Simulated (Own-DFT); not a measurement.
## Calculated data, GaP (zincblende, strongly disordered by large displacements), InAs (zincblende, strongly disordered by large displacements)

All values are calculated (Own-DFT development build). A calculation, not a measurement: plane-wave PBE density functional theory by an unreviewed code, no spin, of a simulated periodic cell, stress positive in tension, free energy of the whole cell less one offset for each atom, forces on such cells passed a denser k mesh, this cell's mesh not checked; broken bonds can close the gap or carry spin, so checks made on this kind of crystal may not hold here; offsets are fitted by least squares, one for each functional and potential file, so energies compare only between cells with the same atoms and settings and are not formation energies; the far tail of each file's local potential was reset to the Coulomb form; each entry is a single point on an unrelaxed cell, so the pressure reflects the starting lattice, mostly measured values (interpolated for alloys), from which strain is counted, and rises with the displacements; printed positions are rounded, which can move forces by about a meV/angstrom; the program, named Own-DFT, is a retired in-house code; no spin-orbit coupling.

Common to all runs: functional PBE; potential files PseudoDojo norm-conserving, scalar-relativistic, standard set; wave cutoff 42 hartree; occupations Fermi-Dirac; smearing width 0.1 eV; k mesh 3 x 3 x 3 centred on Gamma.

(1) 
```xyz
64
Lattice="10.9010 0.0000 0.0000 0.0000 10.9010 0.0000 0.0000 0.0000 10.9010" Properties=species:S:1:pos:R:3:force_x:R:1:force_y:R:1:force_z:R:1 formula=GaP hardware=one_NVIDIA_H100 free_energy_of_cell_above_offsets=24.880 pressure=15.67 stress_xx=-16.62 stress_yy=-15.61 stress_zz=-14.77 stress_yz=-0.76 stress_xz=-1.6 stress_xy=-0.47 wall_time=642.2
Ga     0.3297     0.0244    10.2543      1.443      1.131      3.702
Ga     0.4295     2.4927     2.6097     -4.156      3.827      3.379
Ga     2.3638     0.2966     3.1708     -0.576     -0.739     -3.468
Ga     2.9489     2.1788    10.6765      0.558      0.636     -1.163
P      1.4268     1.4017     1.2951      1.672     -4.245     -3.748
P      1.6097     4.1671     3.8384     -6.632      0.582     -0.411
P      3.7063     1.5580     4.1362      6.155     -4.192     -1.565
P      3.9459     3.7220     1.1829      0.244      2.175     -0.701
Ga     0.3358     0.2281     5.0666      6.701     -2.111      2.512
Ga     0.3480     2.3671     8.1699     -7.132      0.279      0.933
Ga     2.1810     0.1152     7.9130      1.996     -6.274      3.778
Ga     2.7707     3.0506     4.9585     -0.793      1.451      6.914
P      1.4724     1.5300     6.7815      1.066      1.766     -9.533
P      1.6016     3.6242     9.0311       0.88      0.185      8.213
P      4.1021     0.6271     8.9711      1.113      2.492       0.91
P      4.4989     3.7724     6.1414      1.312      2.072      2.807
Ga     0.0924     4.8697     0.5597      4.069      2.265     -3.984
Ga    10.7735     8.2780     2.5487      2.439     -3.599       3.38
Ga     2.5445     5.7149     2.9373      2.483     -0.947     -1.502
Ga     3.0200     7.8489     0.0616     -2.686        3.9      4.562
P      1.3846     6.5232     1.4192     -1.976      2.462     -2.334
P      1.5234     9.3297     3.7776     -2.264     -0.223      1.546
P      3.7983     7.2715     3.4744      3.062      -2.43     -1.474
P      3.6074     9.8501     1.4085      1.355     -0.947     -0.407
Ga     0.3003     5.8571     5.4088     -0.193     -0.785      0.399
Ga     9.9664     8.2245     8.0593       1.27      2.309      -0.71
Ga     2.6192     4.9189     7.9557      3.376      4.184     -3.869
Ga     2.9249     8.0880     5.0502     -2.055      1.515      6.749
P      1.6878     6.9220     7.0826      -0.56      0.037     -1.648
P      0.6788     9.0167     9.6504      2.323     -2.987     -1.294
P      3.5461     6.6432     9.4853      3.722       -3.3     -4.371
P      3.7275     9.4535     6.9970     -0.651      1.161     -3.265
Ga     5.1115     0.0773     0.0473      0.872     -0.781      0.466
Ga     5.1495     3.0326     2.8984      1.653     -0.312     -0.189
Ga     8.2796     0.5567     2.8004     -3.505     -2.145     -4.254
Ga     8.3276     2.2455     0.1875      4.471      3.635      -3.79
P      6.8706     1.4268     1.2456     -4.953     -2.425      3.168
P      7.1153     3.9401     4.0413     -4.417     -4.105      3.336
P      9.4977     0.7616     4.3454     -1.747      3.148       0.98
P      9.4174     4.1139     1.4858     -3.733      -3.04      2.343
Ga     5.3067     0.5642     5.5615      0.844     -1.354       1.17
Ga     5.5191     2.7561     8.2183      -1.46      0.202      0.118
Ga     7.4514    10.3153     7.9479      2.164     -0.663     -0.452
Ga     8.6307     2.2690     5.8297     -2.163     -0.445     -1.689
P      7.0912     1.4328     7.3439      -0.77      0.694     -1.963
P      6.8556     3.9934     9.6664      3.871     -3.339      -2.05
P      9.8250     1.2564     9.4366     -4.592      1.503     -0.305
P      9.7726     3.6519     6.8869       1.48      3.714      0.439
Ga     5.5120     5.3068    10.2849     -4.564      3.842      2.928
Ga     5.3830     8.4880     2.8612      2.024      3.239     -0.995
Ga     8.2952     5.3279     3.2702       1.11      0.259     -6.613
Ga     8.1296     8.6501     0.2452     -1.712     -1.528     -1.604
P      6.7612     7.5596     1.3941      -1.58     -3.746      0.846
P      6.9738     9.9530     4.2831     -3.599      1.585     -1.969
P      8.8859     6.6662     4.5994      6.655       -0.8      1.506
P      9.7950     9.2238     1.1131      2.314      5.505     -1.253
Ga     6.0229     5.7365     6.0487     -3.141      -5.07     -4.186
Ga     5.1673     8.7181     8.3892      -3.68     -3.107     -1.876
Ga     9.0400     5.8986     7.5082     -2.065     -3.557      -4.55
Ga     7.9080     8.2828     5.1854     -1.235      3.309      3.325
P      6.9574     7.0251     7.2230      1.518      4.014      2.221
P      6.7227     8.9749     9.5841      2.527      1.989      2.581
P      9.6513     6.4256     9.3142      1.421      0.528      6.036
P      9.5277    10.0668     6.2386     -1.575     -2.401      1.937
```

Units: free_energy_of_cell_above_offsets in eV; pressure, stress_xx, stress_yy, stress_zz, stress_yz, stress_xz, stress_xy in GPa; wall_time in s; force_x, force_y, force_z in eV/Å.

(2) 
```xyz
64
Lattice="12.1166 0.0000 0.0000 0.0000 12.1166 0.0000 0.0000 0.0000 12.1166" Properties=species:S:1:pos:R:3:force_x:R:1:force_y:R:1:force_z:R:1 formula=InAs hardware=one_NVIDIA_H200 free_energy_of_cell_above_offsets=-2.337 pressure=8.99 stress_xx=-9.26 stress_yy=-7.99 stress_zz=-9.72 stress_yz=1.68 stress_xz=-0.82 stress_xy=-1.87 wall_time=1357
In    11.8499    12.0044     0.1703      1.564      1.222     -2.236
In    12.1040     3.1792     3.2881      -2.97      -3.33     -3.626
In     3.5158    12.0609     3.0812     -2.573       0.52      0.163
In     2.8819     2.7878     0.2386     -0.657      0.111     -2.375
As     1.4481     1.3167     1.6812     -0.601     -0.274      0.704
As     1.5200     4.5010     4.1324      3.618      2.553       4.53
As     4.9355     1.2945     4.5222     -1.211      2.197     -0.483
As     4.3428     4.3997     1.3551      1.748      1.007       1.45
In    11.8383     0.0800     6.1168      0.522     -1.333      0.297
In    12.0029     2.8891     9.1496      0.732      1.808     -0.544
In     2.9501     0.0297     8.9601      0.844     -0.365      0.272
In     2.9243     2.6711     5.7576      0.833      1.775     -0.868
As     1.4573     1.5925     7.4311      -0.59     -0.782      1.031
As     1.3318     4.8025    10.4782      1.616     -2.156     -0.745
As     4.6181     1.7014    10.4201     -1.768     -1.972      1.552
As     4.5781     4.9457     7.3734     -3.081     -5.792      2.157
In    11.8930     5.8497    12.0492      0.471      0.441      1.922
In    11.9507     9.3886     3.4109      1.992     -2.579      1.496
In     2.9965     6.1144     2.9550      4.552     -3.084      2.249
In     2.9130     9.2168     0.0773     -0.489      -1.83      -0.17
As     1.6283     7.3002     1.7563     -5.124      4.844     -4.658
As     1.7999    10.6575     4.4452     -1.176      1.161      0.464
As     4.4756     7.4674     4.5042      0.635      0.642      1.001
As     4.4783    10.8057     1.3173       0.86     -2.409      0.148
In    12.1130     6.0388     6.2082       2.89     -0.702     -0.257
In     0.0643     9.0927     8.8638      2.933     -3.454       1.95
In     3.3892     6.0730     9.0505     -4.369     -1.313     -0.839
In     2.8481     9.1163     6.1012      1.885      0.075     -0.306
As     1.5696     7.5885     7.5595      0.604     -1.658      0.496
As     1.4594    10.2868    10.2956      1.585      3.136      2.563
As     4.4525     7.5001    10.4257      2.313      2.967      4.148
As     4.9968    10.5913     7.4292     -4.356     -1.678      0.936
In     6.0745    12.0025    12.0622      1.247      0.822      -2.18
In     6.0588     3.0294     3.0361      0.185      0.455     -1.486
In     9.3575     0.0536     2.9099     -0.785       0.33      0.662
In     9.0108     3.0329     0.2173      0.747      1.877      -3.24
As     7.6466     1.5259     1.2755     -2.235     -2.699      2.899
As     7.5035     4.6012     4.5080      1.123     -0.973     -0.761
As    10.5551     1.9222     4.7606      3.385     -5.015     -3.946
As    10.4284     4.4303     1.6189      1.534      0.357      0.136
In     6.0232     0.1168     6.2432      3.162      0.156     -0.873
In     6.0712     3.0722     9.0524     -0.305      0.209     -2.616
In     9.1997     0.2787     9.0491     -3.404     -5.716     -3.793
In     9.1286     3.0552     5.9423     -3.901      4.459      3.326
As     7.7024     1.5704     7.3757     -0.439      0.387       1.25
As     7.4673     4.4555    10.4423      3.239      0.893      0.438
As    10.2652     1.5737    10.4284      3.763      2.983       5.43
As    10.5684     4.7402     7.5054      -0.94     -2.245       1.44
In     6.1327     5.7745    12.0108      -0.97      1.691      0.896
In     6.0897     9.0751     3.1950     -0.942     -0.374     -0.976
In     9.2187     6.0146     3.1751      -0.53      1.045     -0.205
In     8.8951     9.0206     0.2779      4.144      4.065     -5.668
As     7.8242     7.7964     1.6559     -4.768      -5.84      4.654
As     7.7972    10.3316     4.5492     -2.728      5.347     -3.846
As    10.8371     7.3376     4.6906     -1.756      2.465     -1.395
As    10.7993    10.3761     1.6255     -2.414      0.332     -1.334
In     6.0429     5.7964     6.0149      3.496      4.324     -2.622
In     5.9531     9.0092     8.9667      1.546     -1.508      0.899
In     9.2442     6.4198     9.0606      3.045     -4.163      4.542
In     8.8847     9.1707     6.0273      3.658      -3.25      1.852
As     8.0631     7.6252     7.6942     -6.169       2.07     -3.313
As     7.6111    10.3319    10.4971      0.216       1.64      0.413
As    10.7259     7.6526    10.8289     -0.695       1.11     -0.428
As    10.3728     9.8143     7.9041     -4.743      5.019     -2.577
```

Units: free_energy_of_cell_above_offsets in eV; pressure, stress_xx, stress_yy, stress_zz, stress_yz, stress_xz, stress_xy in GPa; wall_time in s; force_x, force_y, force_z in eV/Å.

(3) 
```xyz
64
Lattice="12.1166 0.0000 0.0000 0.0000 12.1166 0.0000 0.0000 0.0000 12.1166" Properties=species:S:1:pos:R:3:force_x:R:1:force_y:R:1:force_z:R:1 formula=InAs hardware=one_NVIDIA_H200 free_energy_of_cell_above_offsets=-4.782 pressure=8.34 stress_xx=-9.06 stress_yy=-8.32 stress_zz=-7.64 stress_yz=-0.86 stress_xz=-0.84 stress_xy=-0.33 wall_time=1157
In    11.8892     0.0562     0.3316      1.346       1.61      -3.23
In    11.8721     3.2766     2.7495      4.369     -5.982      4.435
In     2.9955     0.0839     2.7542      1.754     -1.232      2.708
In     2.9528     2.9029    12.0671      0.373     -0.312      2.062
As     1.3932     1.4772     1.7263     -1.023      2.084     -1.994
As     1.4409     4.5529     4.4179      -1.46      0.649     -0.729
As     4.5040     1.9427     4.5356       0.05     -3.071     -0.077
As     4.3421     4.5376     1.7481       3.35     -2.259      -3.96
In     0.1428     0.0779     6.2542     -8.102     -6.031     -7.698
In    11.9151     2.9982     9.2206      1.295     -0.664     -0.553
In     3.0901    11.7745     9.3155     -0.182      0.751     -1.249
In     2.8689     3.2285     5.8574      0.301     -1.021      2.487
As     1.3998     1.1715     7.3865      8.562      8.045      8.089
As     1.7651     4.3363    10.4748     -2.561      0.709      0.063
As     4.5222     1.4258    10.7169     -1.252      1.028     -1.485
As     4.7099     4.4303     7.6045      -0.79     -0.626     -1.069
In    12.0240     6.1242    12.0432      0.798       -0.4     -0.341
In     0.2688     8.9484     3.3385     -0.889     -1.199     -3.557
In     2.8001     5.8732     2.7140     -1.912      3.546      2.053
In     2.9195     9.0426    11.8519      3.162      1.556     -1.701
As     1.6794     7.6917     1.1455     -2.625     -2.128      3.214
As     1.3482    10.4888     4.6698       1.53      3.408      0.145
As     4.3396     7.5270     4.5406     -0.681      0.587     -0.576
As     4.7321    10.6080     1.7624     -1.172      0.428     -2.337
In    11.9853     6.1411     5.7643      1.994     -1.716      2.296
In     0.0301     8.8226     8.9563     -0.418      0.097      0.807
In     3.2350     5.8353     9.0973     -3.055     -2.729     -2.575
In     2.7218     9.1862     6.1849      1.788     -1.497        0.8
As     1.4791     7.2774     7.6321      0.298      -0.39     -1.045
As     1.2556    10.4823    10.5367     -0.499      0.898      0.878
As     4.4978     7.3470    10.0921      3.459      4.451      4.395
As     4.6026    10.5191     7.5503      0.049      0.295     -0.263
In     5.9597    12.0283    11.8371      1.063     -0.604      2.947
In     6.0327     3.1176     2.9921      1.094     -0.488     -0.652
In     9.2259    11.9513     3.0626     -2.014      0.923       0.94
In     9.4970     3.1530     0.2696     -2.556      0.174      0.524
As     7.4556     1.3100     1.6756       0.61      0.674     -1.058
As     7.3280     4.8233     4.3417      1.558      0.393      1.196
As    10.7514     1.3917     4.3403     -0.204      1.213      1.423
As    10.6655     4.8174     1.8851     -2.895      4.323     -4.797
In     6.1097     0.0128     5.8533     -1.047     -0.027     -0.315
In     6.0331     2.9063     9.1614      0.843      0.099      0.445
In     9.0748    11.8965     8.8759      0.279     -0.359       1.11
In     9.0737     3.3452     6.2950      -2.42     -2.165     -2.506
As     7.4721     1.2668     7.6513      0.371      1.668      -0.56
As     7.7302     4.8659    10.6779       2.61     -5.226     -2.592
As    10.3061     1.5875    10.6582       0.89     -1.487      -0.44
As    10.7913     4.4731     7.4384      0.953      2.049      1.815
In     6.3515     5.8341    12.0817     -5.051      3.087      3.912
In     6.1094     8.9112     2.9506     -5.001      1.858      5.065
In     9.1547     6.4104     2.9526     -3.765     -1.411     -0.248
In     8.8010     8.9457     0.3262      6.837       5.23     -6.016
As     7.5277     7.9314     1.6391     -1.507       -8.6      0.819
As     7.5319    10.3886     4.4354      1.076      0.603      1.206
As    10.6612     7.4655     4.3636      -0.35      3.003      1.105
As    10.7530    10.6907     1.6991      -0.88     -4.577      0.389
In     5.8345     6.2547     6.1616     -0.544      -1.02     -1.419
In     6.2160     9.1337     9.1311      -0.51     -1.277     -1.337
In     9.1860     6.2490     9.2931     -3.126     -4.479      -6.01
In     9.1539     8.8829     6.1452     -0.431      0.573     -0.694
As     7.6296     7.2492     7.4541      0.986      1.642      1.492
As     7.5672    10.5055    10.7269      1.469      0.047     -0.536
As    10.3642     7.5258    10.5312      4.555      5.229      4.997
As    10.7729    10.4497     7.5227     -0.752      0.048     -0.197
```

Units: free_energy_of_cell_above_offsets in eV; pressure, stress_xx, stress_yy, stress_zz, stress_yz, stress_xz, stress_xy in GPa; wall_time in s; force_x, force_y, force_z in eV/Å.
